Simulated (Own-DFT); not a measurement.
## Calculated data, SiC (4H silicon carbide, atoms displaced)

All values are calculated (Own-DFT development build). A calculation, not a measurement: plane-wave PBE density functional theory by an unreviewed code, no spin, of a simulated periodic cell, stress positive in tension, free energy of the whole cell less one offset for each atom, forces on such cells passed a denser k mesh, this cell's mesh not checked; offsets are fitted by least squares, one for each functional and potential file, so energies compare only between cells with the same atoms and settings and are not formation energies; the far tail of each file's local potential was reset to the Coulomb form; each entry is a single point on an unrelaxed cell, so the pressure reflects the starting lattice, mostly measured values (interpolated for alloys), from which strain is counted, and rises with the displacements; printed positions are rounded, which can move forces by about a meV/angstrom; the program, named Own-DFT, is a retired in-house code; no spin-orbit coupling.

Common to all runs: functional PBE; potential files PseudoDojo norm-conserving, scalar-relativistic, standard set; wave cutoff 42 hartree; occupations Fermi-Dirac; smearing width 0.1 eV; hardware one NVIDIA H100; k mesh 4 x 4 x 3 centred on Gamma.

```yaml
- entry: 1
  formula: SiC
  kind: "4H silicon carbide, atoms displaced"
  structure:
    cell_angstrom: [[9.2481, 0.0, 0.0], [-4.6241, 8.0091, 0.0], [0.0, 0.0, 10.0681]]
    atoms_fractional:
      - [Si, 0.99824, 0.99926, 0.41337]
      - [Si, 0.13253, 0.24186, 0.14462]
      - [C, 0.98342, 0.98322, 0.09253]
      - [C, 0.10076, 0.21946, 0.3506]
      - [Si, 0.00248, 0.33599, 0.39512]
      - [Si, 0.10265, 0.54984, 0.16019]
      - [C, 0.01029, 0.32432, 0.09618]
      - [C, 0.09045, 0.54593, 0.36748]
      - [Si, 0.01994, 0.66894, 0.40147]
      - [Si, 0.10317, 0.89281, 0.16207]
      - [C, 0.03038, 0.67885, 0.08867]
      - [C, 0.13061, 0.90249, 0.34497]
      - [Si, 0.33114, 0.99278, 0.39776]
      - [Si, 0.43784, 0.21995, 0.17271]
      - [C, 0.33813, 0.99236, 0.09023]
      - [C, 0.43976, 0.22898, 0.3453]
      - [Si, 0.33013, 0.32157, 0.41745]
      - [Si, 0.41803, 0.54192, 0.14769]
      - [C, 0.34803, 0.33424, 0.09669]
      - [C, 0.42958, 0.54929, 0.32779]
      - [Si, 0.30851, 0.6472, 0.42999]
      - [Si, 0.4737, 0.9022, 0.16826]
      - [C, 0.33885, 0.6383, 0.07992]
      - [C, 0.45876, 0.9032, 0.3393]
      - [Si, 0.65974, 0.98293, 0.389]
      - [Si, 0.75074, 0.21225, 0.15249]
      - [C, 0.64289, 0.97738, 0.0939]
      - [C, 0.77975, 0.20994, 0.32866]
      - [Si, 0.67601, 0.33025, 0.39003]
      - [Si, 0.76642, 0.5475, 0.14594]
      - [C, 0.67801, 0.33125, 0.1002]
      - [C, 0.77905, 0.54504, 0.35122]
      - [Si, 0.66909, 0.67775, 0.41606]
      - [Si, 0.76838, 0.88007, 0.15375]
      - [C, 0.65859, 0.6635, 0.08115]
      - [C, 0.76588, 0.90069, 0.31869]
      - [Si, 0.99567, 0.99145, 0.90011]
      - [Si, 0.86473, 0.75744, 0.65702]
      - [C, 0.98434, 0.98494, 0.59887]
      - [C, 0.88694, 0.77989, 0.84314]
      - [Si, 0.97307, 0.65221, 0.90033]
      - [Si, 0.89199, 0.47061, 0.66602]
      - [C, 0.99758, 0.67812, 0.60127]
      - [C, 0.88803, 0.43529, 0.85001]
      - [Si, 0.00424, 0.34684, 0.89473]
      - [Si, 0.90364, 0.08929, 0.66225]
      - [C, 0.00362, 0.32851, 0.57654]
      - [C, 0.88282, 0.08417, 0.83542]
      - [Si, 0.66967, 0.99735, 0.90582]
      - [Si, 0.54562, 0.75244, 0.64544]
      - [C, 0.65496, 0.98901, 0.59706]
      - [C, 0.55327, 0.77029, 0.82361]
      - [Si, 0.68623, 0.68654, 0.90467]
      - [Si, 0.56229, 0.45602, 0.68416]
      - [C, 0.66719, 0.67581, 0.60265]
      - [C, 0.56037, 0.45219, 0.84251]
      - [Si, 0.66259, 0.31843, 0.88885]
      - [Si, 0.53931, 0.10423, 0.66018]
      - [C, 0.64214, 0.3259, 0.59101]
      - [C, 0.57706, 0.12862, 0.84328]
      - [Si, 0.31672, 0.99276, 0.90946]
      - [Si, 0.21378, 0.75122, 0.67455]
      - [C, 0.32524, 0.99534, 0.59597]
      - [C, 0.22016, 0.76105, 0.82901]
      - [Si, 0.32733, 0.66865, 0.88964]
      - [Si, 0.21718, 0.43836, 0.66507]
      - [C, 0.34652, 0.67484, 0.59874]
      - [C, 0.20021, 0.44371, 0.82745]
      - [Si, 0.32245, 0.34301, 0.9021]
      - [Si, 0.22337, 0.09391, 0.67481]
      - [C, 0.33589, 0.34509, 0.60157]
      - [C, 0.23204, 0.12255, 0.82807]
  results:
    "free_energy_of_cell_above_offsets [eV]": "21.017"
    "pressure [GPa]": 15.1
    "stress_xx [GPa]": -16.82
    "stress_yy [GPa]": -9.49
    "stress_zz [GPa]": -19.0
    "stress_yz [GPa]": -0.49
    "stress_xz [GPa]": 0.35
    "stress_xy [GPa]": 4.11
    force_element: [Si, Si, C, C, Si, Si, C, C, Si, Si, C, C, Si, Si, C, C, Si, Si, C, C, Si, Si, C, C, Si, Si, C, C, Si, Si, C, C, Si, Si, C, C, Si, Si, C, C, Si, Si, C, C, Si, Si, C, C, Si, Si, C, C, Si, Si, C, C, Si, Si, C, C, Si, Si, C, C, Si, Si, C, C, Si, Si, C, C]
    "force_x [eV/angstrom]": [-0.532, -0.335, 1.368, 3.295, -1.461, 2.881, -4.627, 5.902, -8.403, 2.45, -4.129, -4.446, 2.985, 2.049, -1.346, 2.196, -2.286, 8.288, -1.214, 0.238, 2.761, -10.13, -9.35, -4.095, -0.725, 7.075, 8.453, -1.191, -1.383, 1.174, -5.585, -0.592, -0.091, 0.191, 0.599, 5.886, 1.365, 3.441, 6.111, 2.265, 3.769, 0.535, 1.62, -3.358, 0.807, -8.949, -0.59, -1.046, -1.186, -1.094, 1.392, -0.432, -4.56, -0.925, 1.296, 0.124, -1.516, 2.798, 2.046, -1.321, 2.522, -1.175, 0.737, -3.841, 3.909, -0.46, -4.437, 3.531, 2.272, -1.667, 1.286, -1.14]
    "force_y [eV/angstrom]": [0.415, -4.866, 2.588, -0.272, -4.092, -0.355, 1.78, 0.184, 3.292, -0.534, -0.887, -3.315, 3.335, -0.891, 0.917, -1.898, 2.54, -0.572, -1.376, 0.258, 0.763, -6.453, 5.919, -3.285, 5.064, -2.364, 5.774, 0.91, -1.617, 1.844, 1.623, 4.3, -2.228, -0.643, -0.428, -3.566, 1.519, 4.453, -2.917, -0.799, 1.458, -5.819, -0.431, 2.005, -4.997, 4.589, 0.348, 3.26, -1.167, 7.466, -0.016, 0.375, -3.23, -2.496, -4.376, -0.242, 7.116, 0.446, 1.595, -9.141, 0.59, 3.492, -1.996, 3.067, -1.468, -0.73, -3.692, 1.116, -0.238, 0.889, -1.445, -0.449]
    "force_z [eV/angstrom]": [-1.279, 3.235, -1.242, -1.68, 1.986, -0.839, -2.363, -4.653, 2.705, -1.639, -0.386, -0.591, 3.162, -4.089, 1.777, 1.425, -0.343, 3.527, -2.763, 4.732, -5.174, -0.41, -2.926, 1.617, 6.271, 0.493, -5.629, 1.912, 3.364, 1.765, -3.487, -1.825, -3.464, -4.057, 2.152, 5.832, 2.179, 0.566, -2.354, -1.561, 2.457, -3.192, -1.338, -1.429, 3.829, -1.965, 3.875, 3.032, -1.397, 2.339, -1.628, 3.774, 0.159, -11.36, -3.113, 7.961, 4.715, -1.767, 0.783, -1.33, -0.705, -11.25, -0.526, 10.18, 3.33, -7.956, 0.49, 5.281, 0.086, -12.02, 0.908, 11.83]
    "wall_time [s]": 370.0
- entry: 2
  formula: SiC
  kind: "4H silicon carbide, atoms displaced"
  structure:
    cell_angstrom: [[9.2481, 0.0, 0.0], [-4.6241, 8.0091, 0.0], [0.0, 0.0, 10.0681]]
    atoms_fractional:
      - [Si, 0.00149, 0.98868, 0.40571]
      - [Si, 0.11244, 0.24095, 0.15928]
      - [C, 0.98208, 0.98733, 0.10391]
      - [C, 0.12869, 0.2395, 0.34243]
      - [Si, 0.99268, 0.33451, 0.37859]
      - [Si, 0.1192, 0.58719, 0.15327]
      - [C, 0.98968, 0.32689, 0.11425]
      - [C, 0.12716, 0.56934, 0.339]
      - [Si, 0.01085, 0.67009, 0.40823]
      - [Si, 0.11372, 0.88342, 0.16062]
      - [C, 0.01197, 0.69575, 0.0806]
      - [C, 0.12641, 0.88625, 0.32872]
      - [Si, 0.34149, 0.00355, 0.40892]
      - [Si, 0.41107, 0.18901, 0.16308]
      - [C, 0.33254, 0.00918, 0.08908]
      - [C, 0.43114, 0.21273, 0.35321]
      - [Si, 0.34925, 0.34465, 0.40946]
      - [Si, 0.4665, 0.55984, 0.15145]
      - [C, 0.33452, 0.31725, 0.09084]
      - [C, 0.45743, 0.53527, 0.34528]
      - [Si, 0.33243, 0.66342, 0.41101]
      - [Si, 0.42732, 0.8803, 0.15929]
      - [C, 0.32869, 0.6675, 0.08167]
      - [C, 0.4306, 0.87603, 0.33186]
      - [Si, 0.68882, 0.01195, 0.3928]
      - [Si, 0.7798, 0.24194, 0.14337]
      - [C, 0.67173, 0.00657, 0.0859]
      - [C, 0.77918, 0.21878, 0.35169]
      - [Si, 0.66587, 0.33729, 0.41398]
      - [Si, 0.79308, 0.55843, 0.15942]
      - [C, 0.65765, 0.32423, 0.0902]
      - [C, 0.7755, 0.54142, 0.3588]
      - [Si, 0.6498, 0.6582, 0.39603]
      - [Si, 0.78509, 0.89101, 0.17157]
      - [C, 0.67609, 0.64322, 0.08277]
      - [C, 0.77894, 0.89559, 0.34831]
      - [Si, 0.98921, 0.00051, 0.92587]
      - [Si, 0.89354, 0.78958, 0.64882]
      - [C, 0.00962, 0.0029, 0.57632]
      - [C, 0.89749, 0.76923, 0.86053]
      - [Si, 0.99646, 0.64123, 0.90939]
      - [Si, 0.90897, 0.44873, 0.65134]
      - [C, 0.9917, 0.65049, 0.58636]
      - [C, 0.8992, 0.45764, 0.83252]
      - [Si, 0.97607, 0.31684, 0.88512]
      - [Si, 0.88235, 0.11428, 0.65211]
      - [C, 0.99725, 0.32848, 0.58939]
      - [C, 0.88943, 0.11215, 0.84556]
      - [Si, 0.64756, 0.9714, 0.91842]
      - [Si, 0.52532, 0.76495, 0.65236]
      - [C, 0.69216, 0.01537, 0.59111]
      - [C, 0.57495, 0.7956, 0.85751]
      - [Si, 0.65019, 0.65989, 0.90117]
      - [Si, 0.57031, 0.44869, 0.65361]
      - [C, 0.66231, 0.65165, 0.578]
      - [C, 0.5624, 0.45462, 0.84232]
      - [Si, 0.66518, 0.35597, 0.88566]
      - [Si, 0.56064, 0.11745, 0.6569]
      - [C, 0.66484, 0.32695, 0.59582]
      - [C, 0.56036, 0.12711, 0.84613]
      - [Si, 0.35237, 0.00448, 0.9094]
      - [Si, 0.21843, 0.77774, 0.66358]
      - [C, 0.35196, 0.01691, 0.59795]
      - [C, 0.22002, 0.77964, 0.85109]
      - [Si, 0.34425, 0.67051, 0.90971]
      - [Si, 0.2146, 0.42553, 0.66378]
      - [C, 0.35192, 0.67692, 0.587]
      - [C, 0.24181, 0.4541, 0.84489]
      - [Si, 0.32371, 0.33488, 0.90908]
      - [Si, 0.22005, 0.12059, 0.6791]
      - [C, 0.34231, 0.32985, 0.58867]
      - [C, 0.21234, 0.11757, 0.84855]
  results:
    "free_energy_of_cell_above_offsets [eV]": "13.803"
    "pressure [GPa]": 12.28
    "stress_xx [GPa]": -8.67
    "stress_yy [GPa]": -14.86
    "stress_zz [GPa]": -13.32
    "stress_yz [GPa]": -3.24
    "stress_xz [GPa]": -2.51
    "stress_xy [GPa]": -0.64
    force_element: [Si, Si, C, C, Si, Si, C, C, Si, Si, C, C, Si, Si, C, C, Si, Si, C, C, Si, Si, C, C, Si, Si, C, C, Si, Si, C, C, Si, Si, C, C, Si, Si, C, C, Si, Si, C, C, Si, Si, C, C, Si, Si, C, C, Si, Si, C, C, Si, Si, C, C, Si, Si, C, C, Si, Si, C, C, Si, Si, C, C]
    "force_x [eV/angstrom]": [0.79, 2.809, 3.283, -1.022, 3.48, 1.029, 0.308, -1.63, -0.74, -1.821, 0.736, -1.888, -0.176, 2.354, 0.801, 2.122, -2.08, -1.573, -2.695, -5.565, 1.502, 2.158, 1.705, 2.063, -4.039, -0.452, -0.526, -3.091, 0.464, -0.656, -1.319, 0.41, 5.894, -2.942, -2.831, 2.497, 1.615, -0.06, -0.276, -2.574, -0.854, -2.899, 0.888, -0.561, 1.907, 5.148, 1.61, -0.637, -0.201, 12.21, -6.713, -2.205, 4.983, -1.888, -0.741, -4.29, 4.223, 2.058, 1.495, 1.455, -3.543, 0.549, -2.677, 1.974, -1.452, 1.418, -10.11, -3.488, 3.222, 1.451, -1.177, 0.781]
    "force_y [eV/angstrom]": [2.569, -2.801, 3.172, -1.668, 1.315, -3.534, 4.55, -1.664, -0.636, 4.024, -5.48, -0.26, -1.492, 8.064, -6.708, 1.165, -5.593, -2.545, 2.536, 3.815, 0.377, 1.885, -0.155, 1.423, -1.879, -4.356, -1.103, 2.393, -3.769, -2.353, 2.462, 4.695, 3.176, -1.244, 3.013, -3.089, -1.232, -2.295, 0.429, 1.063, 7.154, -1.717, 4.34, -5.066, 3.708, 0.52, 1.062, -3.54, 12.83, 6.709, -4.549, -10.58, 1.948, -0.913, 3.086, -0.42, -3.561, -1.029, 1.975, -1.334, 0.24, 1.089, -3.305, -0.429, 0.404, 1.56, -5.852, 0.038, -1.403, -1.025, 0.8, -1.014]
    "force_z [eV/angstrom]": [-3.207, 0.196, 0.373, 0.464, 2.716, 0.1, -3.836, 0.082, -1.08, -3.508, 2.171, 5.554, 1.053, 2.05, -0.878, -1.876, 0.926, 0.383, 0.326, -4.236, -1.933, -3.119, 3.409, 3.703, 3.356, 2.025, 4.837, -3.042, -0.41, 0.235, -0.889, -3.497, 2.835, -3.264, 1.986, -0.268, -2.478, 1.301, 4.968, -2.815, -0.387, -0.687, 1.145, -0.349, 3.679, 1.633, -0.344, -1.266, 0.371, 3.693, -1.822, -6.22, 0.996, -0.091, 2.287, -2.305, 4.211, 0.672, 0.482, -0.902, -1.087, -1.35, 0.033, -0.667, -2.414, -2.53, -1.448, -0.484, 0.592, -6.252, 2.91, 3.188]
    "wall_time [s]": 350.0
- entry: 3
  formula: SiC
  kind: "4H silicon carbide, atoms displaced"
  structure:
    cell_angstrom: [[9.2481, 0.0, 0.0], [-4.6241, 8.0091, 0.0], [0.0, 0.0, 10.0681]]
    atoms_fractional:
      - [Si, 0.0265, 0.9989, 0.41023]
      - [Si, 0.10912, 0.24374, 0.14181]
      - [C, 0.00974, 0.01466, 0.09465]
      - [C, 0.11835, 0.22954, 0.34894]
      - [Si, 0.99482, 0.3431, 0.39881]
      - [Si, 0.10638, 0.548, 0.1488]
      - [C, 0.02328, 0.3617, 0.10292]
      - [C, 0.11295, 0.54836, 0.34325]
      - [Si, 0.00979, 0.66788, 0.39826]
      - [Si, 0.10336, 0.88055, 0.14828]
      - [C, 0.00503, 0.66688, 0.11127]
      - [C, 0.10103, 0.87291, 0.34784]
      - [Si, 0.34805, 0.01381, 0.40789]
      - [Si, 0.44277, 0.2204, 0.16976]
      - [C, 0.33729, 0.00094, 0.09548]
      - [C, 0.43189, 0.19077, 0.34864]
      - [Si, 0.33265, 0.35001, 0.40344]
      - [Si, 0.46806, 0.56402, 0.15955]
      - [C, 0.3304, 0.32462, 0.08209]
      - [C, 0.45258, 0.56612, 0.35761]
      - [Si, 0.33169, 0.65514, 0.40475]
      - [Si, 0.44665, 0.89154, 0.13289]
      - [C, 0.32783, 0.66399, 0.09053]
      - [C, 0.45069, 0.89651, 0.33139]
      - [Si, 0.66654, 0.99588, 0.40439]
      - [Si, 0.7797, 0.23393, 0.16878]
      - [C, 0.67146, 0.00486, 0.09178]
      - [C, 0.77531, 0.20063, 0.33825]
      - [Si, 0.66867, 0.33487, 0.41593]
      - [Si, 0.78736, 0.56291, 0.168]
      - [C, 0.67377, 0.34305, 0.10024]
      - [C, 0.78435, 0.56591, 0.34832]
      - [Si, 0.68436, 0.67092, 0.41172]
      - [Si, 0.78742, 0.89076, 0.14024]
      - [C, 0.66022, 0.65279, 0.10246]
      - [C, 0.78117, 0.89293, 0.33197]
      - [Si, 0.9749, 0.99137, 0.9101]
      - [Si, 0.89104, 0.78411, 0.6548]
      - [C, 0.99293, 0.98693, 0.59495]
      - [C, 0.90101, 0.7667, 0.83851]
      - [Si, 0.99794, 0.64788, 0.89843]
      - [Si, 0.90159, 0.47642, 0.65541]
      - [C, 0.98967, 0.66253, 0.57711]
      - [C, 0.87862, 0.44628, 0.82822]
      - [Si, 0.02869, 0.33115, 0.92566]
      - [Si, 0.88909, 0.11642, 0.65716]
      - [C, 0.01203, 0.34157, 0.5867]
      - [C, 0.87992, 0.10693, 0.84024]
      - [Si, 0.67279, 0.01279, 0.89325]
      - [Si, 0.55411, 0.78257, 0.66875]
      - [C, 0.68508, 0.01085, 0.58873]
      - [C, 0.53069, 0.76706, 0.8438]
      - [Si, 0.66954, 0.65376, 0.91379]
      - [Si, 0.56071, 0.43449, 0.65044]
      - [C, 0.65396, 0.66062, 0.58139]
      - [C, 0.56931, 0.44903, 0.83944]
      - [Si, 0.67505, 0.33649, 0.88904]
      - [Si, 0.54316, 0.11011, 0.65563]
      - [C, 0.65717, 0.33797, 0.59848]
      - [C, 0.57169, 0.1115, 0.8434]
      - [Si, 0.33202, 0.00401, 0.90452]
      - [Si, 0.2181, 0.78411, 0.65619]
      - [C, 0.35353, 0.99994, 0.60618]
      - [C, 0.23631, 0.80883, 0.8491]
      - [Si, 0.34256, 0.66213, 0.91126]
      - [Si, 0.23837, 0.4628, 0.66767]
      - [C, 0.33739, 0.66767, 0.60078]
      - [C, 0.21876, 0.44297, 0.8338]
      - [Si, 0.33872, 0.32898, 0.89002]
      - [Si, 0.2189, 0.08438, 0.68468]
      - [C, 0.35518, 0.36621, 0.58432]
      - [C, 0.21683, 0.10627, 0.8603]
  results:
    "free_energy_of_cell_above_offsets [eV]": "12.258"
    "pressure [GPa]": 11.73
    "stress_xx [GPa]": -9.23
    "stress_yy [GPa]": -16.01
    "stress_zz [GPa]": -9.94
    "stress_yz [GPa]": 2.52
    "stress_xz [GPa]": 1.14
    "stress_xy [GPa]": 0.28
    force_element: [Si, Si, C, C, Si, Si, C, C, Si, Si, C, C, Si, Si, C, C, Si, Si, C, C, Si, Si, C, C, Si, Si, C, C, Si, Si, C, C, Si, Si, C, C, Si, Si, C, C, Si, Si, C, C, Si, Si, C, C, Si, Si, C, C, Si, Si, C, C, Si, Si, C, C, Si, Si, C, C, Si, Si, C, C, Si, Si, C, C]
    "force_x [eV/angstrom]": [-5.121, 5.964, -0.878, -0.86, 2.363, 1.058, -3.626, -0.661, -0.248, 1.736, -1.095, 2.851, 0.343, 0.202, -1.518, -0.795, 1.383, -7.029, 0.322, 2.536, -1.245, 0.506, 1.74, -0.441, 0.898, -0.19, 0.935, -1.111, -0.12, -0.574, -0.097, 1.499, -3.155, -2.09, 4.973, 1.648, 3.569, -1.362, 1.323, -3.242, 0.671, 1.285, 1.035, 3.802, -3.937, 1.99, -1.299, 2.625, 0.488, 1.076, -3.304, 6.867, -0.631, -5.496, 1.747, -1.775, -1.015, 8.215, 5.986, -5.639, 1.823, 1.855, -7.262, -0.108, -5.029, -0.725, -1.822, 1.666, 0.216, -1.601, -0.903, -1.193]
    "force_y [eV/angstrom]": [1.466, -3.418, -1.448, -0.547, -3.763, 9.829, -8.601, 2.052, -1.979, 3.458, -1.478, 3.188, -11.75, -0.461, 0.428, 13.61, -2.135, -3.52, 2.036, -0.731, 3.503, -0.348, -0.058, -1.756, -2.24, -1.651, 0.737, 4.617, -0.971, -1.603, -0.331, -2.972, 2.47, 0.223, 4.184, -0.712, -0.433, -3.564, 3.606, 1.31, 3.567, -6.742, 4.592, 0.084, -0.578, 1.715, 0.484, 1.817, -4.062, -0.372, -1.615, 3.398, 1.478, 5.045, 1.417, -1.833, -1.398, 3.718, -2.799, 2.174, 3.48, -1.705, -2.888, -8.539, -0.941, -2.674, 2.338, 0.132, 1.319, 2.134, -3.132, 0.138]
    "force_z [eV/angstrom]": [-0.695, 4.65, -1.302, -1.784, 2.433, 4.75, -4.01, -1.667, 0.404, 1.989, -3.737, -2.088, 3.129, -2.799, -1.218, -2.828, 0.887, 1.92, 1.244, -3.79, 1.012, 3.574, 0.438, 1.534, -0.592, -3.641, -2.143, 2.763, -1.736, -1.118, -0.691, 0.105, -2.196, 3.459, -3.42, 1.328, -0.519, -0.901, 0.692, 1.754, 2.202, -1.611, 1.688, 2.486, -3.914, -1.91, 1.587, 0.81, 4.092, -4.234, 1.17, 0.469, -1.188, 1.194, 5.42, -0.69, 3.449, 1.938, -1.963, -1.628, 3.739, 0.331, -3.575, -2.265, 0.5, -6.419, -1.127, 5.233, 2.081, -4.639, 2.592, -1.008]
    "wall_time [s]": 377.4
```
